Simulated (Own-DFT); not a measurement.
# How strain changes the stress of diamond silicon, 64 atoms (Si64)

No measurement is shown. These are fixed-geometry runs of a retired plane-wave code named Own-DFT, which no person has reviewed; spin and spin-orbit coupling are neglected.

Common settings: PBE; PseudoDojo norm-conserving scalar-relativistic files; cutoff 20 hartree; 3 x 3 x 3 k mesh centred on Gamma; Fermi-Dirac smearing of 0.1 eV.

Caveats: k mesh not checked against a denser one; stress not checked against mesh or cutoff.

Unstrained cell vectors in Å: (10.862, 0.000, 0.000); (0.000, 10.862, 0.000); (0.000, 0.000, 10.862). The unstrained cell has measured lattice constants (interpolated for alloys), not those of this functional. That, the random moves and any unrelaxed bonds set the pressure at no strain. The cell is deformed uniformly in each run, and the atoms keep their fractional places. Each coordinate of each atom was shifted by a normal deviate of width 0.05 Å. Strain is the symmetric tensor, in per cent. Stress is positive in tension, and the pressure is minus a third of its trace.

| run | e_xx (%) | e_yy (%) | e_zz (%) | e_yz (%) | e_xz (%) | e_xy (%) | s_xx (GPa) | s_yy (GPa) | s_zz (GPa) | s_yz (GPa) | s_xz (GPa) | s_xy (GPa) | P (GPa) | E (meV/atom) |
|---|---|---|---|---|---|---|---|---|---|---|---|---|---|---|
| 1 | -0.50 | 0.39 | -0.56 | -0.94 | -1.76 | 0.50 | -3.53 | -2.60 | -3.63 | -0.48 | -3.85 | 1.57 | 3.25 | 17.4 |
| 2 | 0.48 | 1.57 | 1.98 | 0.71 | 1.80 | 1.02 | -0.11 | 0.86 | 1.29 | 1.02 | 3.52 | 2.13 | -0.68 | 23.2 |
| 3 | -0.22 | -0.48 | 1.06 | -0.39 | 1.44 | 1.37 | -2.73 | -2.97 | -1.66 | -1.49 | 3.94 | 3.00 | 2.45 | 18.9 |
| 4 | -1.61 | 0.99 | 0.22 | -0.55 | 1.91 | 1.90 | -4.45 | -2.05 | -2.94 | -1.72 | 4.12 | 3.42 | 3.15 | 26.6 |
| 5 | -0.69 | -1.79 | 0.76 | -1.60 | 0.73 | 0.62 | -4.66 | -5.55 | -3.36 | -4.38 | 1.41 | 1.60 | 4.52 | 25.4 |
| 6 | -0.81 | -1.04 | 0.93 | 0.75 | 1.41 | -0.68 | -3.92 | -4.17 | -2.37 | 0.98 | 2.95 | -1.52 | 3.49 | 14.2 |
| 7 | 1.08 | -0.78 | -1.24 | 1.31 | 1.49 | 0.72 | -2.29 | -4.12 | -4.52 | 2.86 | 3.71 | 0.89 | 3.65 | 19.4 |
| 8 | -1.04 | 1.57 | -0.31 | -0.15 | -0.53 | 1.38 | -3.59 | -1.04 | -2.84 | 0.72 | -1.78 | 3.39 | 2.49 | 16.8 |
| 9 | -1.39 | 1.42 | 1.11 | 0.58 | 0.21 | 0.74 | -2.98 | -0.35 | -0.67 | 1.15 | -0.06 | 1.45 | 1.33 | 0.0 |
| 10 | 1.32 | -1.33 | -0.58 | -1.42 | -1.98 | 0.45 | -1.95 | -4.47 | -3.84 | -3.40 | -4.39 | 0.68 | 3.42 | 24.9 |
| 11 | -0.42 | 1.07 | -0.66 | -0.94 | 1.00 | -1.63 | -3.31 | -1.93 | -3.53 | -2.57 | 2.08 | -2.41 | 2.92 | 35.3 |
| 12 | -1.06 | 1.19 | 1.61 | -1.16 | -1.51 | -0.39 | -2.52 | -0.49 | -0.14 | -2.66 | -3.21 | -0.50 | 1.05 | 11.3 |
| 13 | -0.67 | -1.78 | 0.47 | 0.20 | 1.80 | 1.99 | -5.19 | -6.07 | -3.95 | 0.55 | 3.10 | 5.29 | 5.07 | 49.8 |
| 14 | -0.45 | -1.13 | -1.98 | 0.71 | -0.18 | -0.19 | -5.50 | -6.36 | -7.06 | 2.98 | -1.21 | -0.15 | 6.31 | 25.1 |
| 15 | -1.17 | 1.26 | -1.76 | 1.28 | -1.81 | -1.39 | -5.53 | -3.11 | -5.63 | 2.82 | -3.96 | -3.21 | 4.76 | 47.9 |
| 16 | -0.45 | -1.94 | 0.69 | -0.24 | -1.02 | -1.03 | -4.21 | -5.52 | -3.27 | -1.19 | -3.00 | -2.36 | 4.34 | 17.0 |
| 17 | 1.34 | -1.98 | 1.97 | -1.69 | 1.91 | 1.56 | ? | ? | ? | ? | ? | ? | ? | ? |

The last column gives the free energy per atom over the lowest of the runs shown.

## Fit

Regress every stress component on the fractional strains (shears doubled) of the visible runs, with a constant. Shear strains stay in the fit of a normal stress only where such slopes are resolved. The slopes, in GPa:

```
stress,at no strain,per e_xx,per e_yy,per e_zz,scatter
s_xx,-2.8,155 ± 10,64 ± 6,68 ± 6,0.28
s_yy,-2.8,57 ± 8,156 ± 5,69 ± 6,0.25
s_zz,-2.9,58 ± 6,66 ± 4,157 ± 4,0.19
```

The slope of each shear stress on twice its own strain, from a fit on all six strains: yz 116 ± 10, xz 113 ± 6, xy 103 ± 8 GPa. These are stiffnesses along x, y and z of the frame in which the cell vectors are given, which need not be the crystal's axes. The atoms are held to the strained lattice; where symmetry lets them move under strain, relaxing them would lower some slopes. The table should be nearly symmetric about its diagonal, and what it lacks of that shows the noise. A ninth of the table's sum, 94 ± 3 GPa, estimates the bulk modulus near the mean pressure of these runs, 3.2 GPa, so it lies above the value at zero pressure.

## The run left out

Asked: what normal stresses and pressure should run 17 give?

The fit gives s_xx = -0.7, s_yy = -3.8, s_zz = -0.3 and P = 1.6 GPa. The calculation gave -1.21, -3.83, -0.56 and P = 1.87 GPa.
